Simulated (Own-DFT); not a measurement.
# Computed records: Al3GaN4 (wurtzite random alloy, atoms displaced)

Computed with Own-DFT development build. A calculation, not a measurement: plane-wave density functional theory by an unreviewed code, no spin, of a simulated periodic cell, stress positive in tension, run twice, with PBE and with PBEsol, both on files made for PBE, so the change isn't that of files made for PBEsol, forces on such cells passed a denser k mesh, this cell's mesh not checked; the far tail of each file's local potential was reset to the Coulomb form; each entry is a single point on an unrelaxed cell, so the pressure reflects the starting lattice, mostly measured values (interpolated for alloys), from which strain is counted, and rises with the displacements; printed positions are rounded, which can move forces by about a meV/angstrom; the program, named Own-DFT, is a retired in-house code; no spin-orbit coupling; stress was not checked against mesh or cutoff.

```cif
# cell vector a (Å): 9.3938 0.0000 0.0000
# cell vector b (Å): -4.6969 8.1352 0.0000
# cell vector c (Å): 0.0000 0.0000 10.0655
data_Al3GaN4
_symmetry_space_group_name_H-M 'P 1'
_symmetry_Int_Tables_number 1
_cell_length_a 9.3938
_cell_length_b 9.3937
_cell_length_c 10.0655
_cell_angle_alpha 90.000
_cell_angle_beta 90.000
_cell_angle_gamma 120.000
_cell_volume 769.21
loop_
_atom_site_label
_atom_site_type_symbol
_atom_site_fract_x
_atom_site_fract_y
_atom_site_fract_z
_atom_site_occupancy
Ga1 Ga 0.10912 0.21921 0.01317 1
Al1 Al 0.20857 0.09283 0.24069 1
N1 N 0.09668 0.20960 0.19339 1
N2 N 0.21986 0.10504 0.43905 1
Al2 Al 0.09843 0.23525 0.50550 1
Al3 Al 0.20431 0.09538 0.73924 1
N3 N 0.11703 0.22721 0.68434 1
N4 N 0.20191 0.09380 0.94992 1
Al4 Al 0.10472 0.54276 0.99397 1
Al5 Al 0.23209 0.44332 0.24676 1
N5 N 0.11077 0.57282 0.18375 1
N6 N 0.21835 0.44700 0.45586 1
Ga2 Ga 0.10080 0.54361 0.49930 1
Al6 Al 0.23245 0.45046 0.75388 1
N7 N 0.10953 0.55105 0.69596 1
N8 N 0.21872 0.44574 0.95390 1
Ga3 Ga 0.10852 0.89207 0.99641 1
Al7 Al 0.24177 0.78496 0.23957 1
N9 N 0.11706 0.89516 0.19773 1
N10 N 0.22104 0.81506 0.44307 1
Ga4 Ga 0.11255 0.89115 0.50708 1
Al8 Al 0.23007 0.79393 0.74801 1
N11 N 0.10214 0.88343 0.68778 1
N12 N 0.23348 0.78109 0.93033 1
Ga5 Ga 0.43951 0.21980 0.98930 1
Al9 Al 0.55883 0.11504 0.24287 1
N13 N 0.45460 0.24437 0.17557 1
N14 N 0.55697 0.12335 0.43630 1
Al10 Al 0.44306 0.21870 0.50194 1
Al11 Al 0.56059 0.11858 0.74302 1
N15 N 0.43567 0.21964 0.69570 1
N16 N 0.56791 0.10622 0.93522 1
Al12 Al 0.45874 0.57382 0.99193 1
Al13 Al 0.54454 0.43495 0.25582 1
N17 N 0.45218 0.55942 0.18571 1
N18 N 0.55284 0.43762 0.43183 1
Al14 Al 0.44454 0.54449 0.49957 1
Al15 Al 0.55459 0.45505 0.74140 1
N19 N 0.45139 0.56085 0.68939 1
N20 N 0.54718 0.43669 0.94540 1
Al16 Al 0.43992 0.89988 0.98878 1
Ga6 Ga 0.55131 0.78559 0.26136 1
N21 N 0.44895 0.87747 0.17029 1
N22 N 0.56561 0.78625 0.43540 1
Ga7 Ga 0.42601 0.86594 0.50000 1
Ga8 Ga 0.56241 0.77874 0.75270 1
N23 N 0.43586 0.87689 0.69658 1
N24 N 0.55348 0.76600 0.95730 1
Al17 Al 0.77766 0.22417 0.00908 1
Al18 Al 0.89651 0.10806 0.25092 1
N25 N 0.77547 0.23524 0.17088 1
N26 N 0.88688 0.09836 0.44071 1
Al19 Al 0.75802 0.20726 0.49432 1
Al20 Al 0.87972 0.12542 0.74956 1
N27 N 0.78857 0.23547 0.69250 1
N28 N 0.88894 0.11083 0.93581 1
Al21 Al 0.79238 0.55520 0.00321 1
Al22 Al 0.88358 0.45838 0.24917 1
N29 N 0.77637 0.56117 0.18459 1
N30 N 0.88908 0.44090 0.44048 1
Al23 Al 0.77900 0.54646 0.49653 1
Al24 Al 0.89384 0.45220 0.74703 1
N31 N 0.77387 0.55359 0.70167 1
N32 N 0.89386 0.43322 0.93533 1
Al25 Al 0.77791 0.88195 0.99928 1
Ga9 Ga 0.89962 0.78602 0.24189 1
N33 N 0.78440 0.88979 0.19806 1
N34 N 0.88434 0.77375 0.45111 1
Al26 Al 0.77782 0.89322 0.50929 1
Al27 Al 0.87706 0.76786 0.75191 1
N35 N 0.77370 0.86965 0.68730 1
N36 N 0.91031 0.78437 0.94234 1
_calc_functional 'PBE, then PBEsol'
_calc_potential_files 'PseudoDojo norm-conserving, scalar-relativistic, standard set'
_calc_wave_cutoff 42  # hartree
_calc_occupations 'Fermi-Dirac'
_calc_smearing_width 0.1  # eV
_calc_k_mesh '4 x 4 x 3 centred on Gamma'
_calc_PBE_pressure 10.4  # GPa
_calc_PBE_stress_xx -10.73  # GPa
_calc_PBE_stress_yy -11.4  # GPa
_calc_PBE_stress_zz -9.07  # GPa
_calc_PBE_stress_yz 0.09  # GPa
_calc_PBE_stress_xz -0.41  # GPa
_calc_PBE_stress_xy -0.39  # GPa
_calc_PBEsol_pressure 7.25  # GPa
_calc_PBEsol_stress_xx -7.56  # GPa
_calc_PBEsol_stress_yy -8.36  # GPa
_calc_PBEsol_stress_zz -5.85  # GPa
_calc_PBEsol_stress_yz 0.11  # GPa
_calc_PBEsol_stress_xz -0.42  # GPa
_calc_PBEsol_stress_xy -0.41  # GPa
_calc_rms_change_of_force_components_from_PBE_to_PBEsol 0.08  # eV/angstrom
```

Force:
| force element | PBE force x (eV/Å) | PBE force y (eV/Å) | PBE force z (eV/Å) | PBEsol force x (eV/Å) | PBEsol force y (eV/Å) | PBEsol force z (eV/Å) |
| --- | --- | --- | --- | --- | --- | --- |
| Ga | -0.571 | 0.33 | -2.859 | -0.561 | 0.306 | -2.787 |
| Al | 1.029 | 5.616 | 2.74 | 1.021 | 5.668 | 2.709 |
| N | 2.477 | 2.439 | 1.836 | 2.513 | 2.445 | 1.605 |
| N | -0.904 | 3.14 | -0.628 | -0.918 | 2.937 | -0.565 |
| Al | 2.491 | -2.604 | -0.794 | 2.466 | -2.607 | -0.811 |
| Al | 0.051 | 2.07 | 1.544 | 0.055 | 2.075 | 1.556 |
| N | -1.256 | -0.186 | 1.745 | -1.254 | -0.174 | 1.752 |
| N | 1.295 | 5.057 | -3.353 | 1.279 | 4.941 | -3.178 |
| Al | -0.327 | 2.713 | 0.794 | -0.355 | 2.733 | 0.804 |
| Al | -1.326 | 0.455 | -0.336 | -1.353 | 0.452 | -0.331 |
| N | 0.818 | -2.141 | 1.004 | 0.811 | -2.148 | 0.984 |
| N | 2.504 | 0.248 | -3.215 | 2.303 | 0.37 | -3.141 |
| Ga | -0.54 | 3.093 | 1.414 | -0.521 | 2.978 | 1.409 |
| Al | -1.076 | -0.905 | 0.478 | -1.064 | -0.904 | 0.477 |
| N | 0.507 | 1.453 | -0.255 | 0.523 | 1.458 | -0.386 |
| N | 2.586 | -0.027 | -2.131 | 2.613 | -0.195 | -2.059 |
| Ga | 4.558 | -2.263 | 2.621 | 4.42 | -2.2 | 2.564 |
| Al | -2.73 | 0.183 | 1.098 | -2.718 | 0.185 | 1.128 |
| N | 2.333 | -3.39 | -2.343 | 2.149 | -3.568 | -2.413 |
| N | 7.546 | -6.224 | -4.649 | 7.403 | -6.067 | -4.444 |
| Ga | -6.502 | 1.988 | 0.405 | -6.351 | 1.945 | 0.397 |
| Al | -1.576 | -2.802 | 0.463 | -1.611 | -2.812 | 0.417 |
| N | 0.077 | -0.697 | 2.665 | 0.06 | -0.728 | 2.434 |
| N | -1.604 | -1.103 | 0.723 | -1.723 | -1.079 | 0.773 |
| Ga | 0.187 | -0.916 | -0.099 | 0.173 | -0.852 | -0.054 |
| Al | -0.83 | 0.375 | -0.672 | -0.828 | 0.339 | -0.673 |
| N | -0.041 | -4.696 | 1.972 | -0.047 | -4.707 | 1.752 |
| N | -0.318 | -1.856 | -1.03 | -0.365 | -1.959 | -1.02 |
| Al | -1.834 | -0.373 | -0.278 | -1.83 | -0.373 | -0.251 |
| Al | -0.197 | -0.569 | 1.1 | -0.189 | -0.571 | 1.076 |
| N | 0.598 | 0.187 | -0.903 | 0.572 | 0.196 | -0.879 |
| N | -1.237 | 1.209 | -1.109 | -1.323 | 1.293 | -1.077 |
| Al | -0.397 | -8.418 | 3.212 | -0.408 | -8.485 | 3.207 |
| Al | 0.471 | 2.904 | -2.651 | 0.486 | 2.944 | -2.649 |
| N | -0.826 | -0.791 | 1.34 | -0.807 | -0.626 | 1.349 |
| N | 0.263 | 0.21 | 2.895 | 0.282 | 0.197 | 2.9 |
| Al | -0.398 | 1.423 | -0.171 | -0.408 | 1.452 | -0.177 |
| Al | 1.314 | -2.536 | 2.685 | 1.318 | -2.549 | 2.685 |
| N | -1.281 | -0.902 | -1.024 | -1.296 | -0.689 | -0.965 |
| N | 0.832 | 3.372 | -2.487 | 0.84 | 3.145 | -2.402 |
| Al | 2.316 | -1.869 | 0.377 | 2.326 | -1.867 | 0.369 |
| Ga | 2.607 | -1.336 | -3.766 | 2.562 | -1.31 | -3.693 |
| N | -1.948 | 3.191 | 1.656 | -1.726 | 3.084 | 1.715 |
| N | -0.739 | -1.688 | 4.061 | -0.89 | -1.625 | 3.859 |
| Ga | 0.775 | 1.795 | 0.777 | 0.747 | 1.758 | 0.77 |
| Ga | -1.091 | 0.126 | 1.361 | -1.067 | 0.1 | 1.293 |
| N | 1.549 | 2.735 | -1.185 | 1.721 | 2.652 | -1.257 |
| N | 0.008 | 7.581 | -3.612 | -0.039 | 7.659 | -3.699 |
| Al | 1.059 | -0.935 | -6.425 | 1.07 | -0.933 | -6.47 |
| Al | -3.161 | -0.91 | 0.578 | -3.212 | -0.897 | 0.583 |
| N | 0.772 | -0.379 | 8.082 | 0.771 | -0.355 | 8.115 |
| N | -1.832 | 2.343 | -0.027 | -1.818 | 2.324 | -0.038 |
| Al | 3.089 | 1.778 | 0.849 | 3.133 | 1.779 | 0.87 |
| Al | 4.026 | -1.772 | 1.147 | 4.045 | -1.801 | 1.123 |
| N | -2.769 | -0.919 | -2.541 | -2.781 | -0.874 | -2.543 |
| N | -0.912 | -0.94 | 0.454 | -0.782 | -0.856 | 0.531 |
| Al | -1.397 | -0.666 | -1.35 | -1.385 | -0.665 | -1.372 |
| Al | 1.784 | -0.763 | -0.619 | 1.804 | -0.764 | -0.6 |
| N | -0.263 | -0.742 | 1.001 | -0.31 | -0.573 | 1.06 |
| N | -1.631 | -1.623 | -1.096 | -1.43 | -1.544 | -1.012 |
| Al | -1.244 | 1.762 | 0.689 | -1.239 | 1.742 | 0.71 |
| Al | -0.065 | -0.204 | 1.159 | -0.078 | -0.202 | 1.141 |
| N | 0.446 | -0.791 | -1.995 | 0.443 | -0.788 | -1.998 |
| N | -1.661 | 1.121 | 0.059 | -1.657 | 1.089 | 0.044 |
| Al | 0.115 | 1.119 | 0.806 | 0.142 | 1.119 | 0.807 |
| Ga | -0.764 | -1.66 | 2.615 | -0.755 | -1.617 | 2.545 |
| N | -1.516 | 1.071 | -2.02 | -1.457 | 0.882 | -1.913 |
| N | -0.617 | -0.793 | -0.748 | -0.48 | -0.686 | -0.801 |
| Al | 1.461 | -1.857 | -1.671 | 1.44 | -1.844 | -1.679 |
| Al | 2.119 | 0.916 | 0.423 | 2.132 | 0.917 | 0.435 |
| N | -0.848 | 3.22 | 0.938 | -1.016 | 3.132 | 1.018 |
| N | -5.835 | -3.976 | -1.726 | -5.572 | -3.803 | -1.627 |
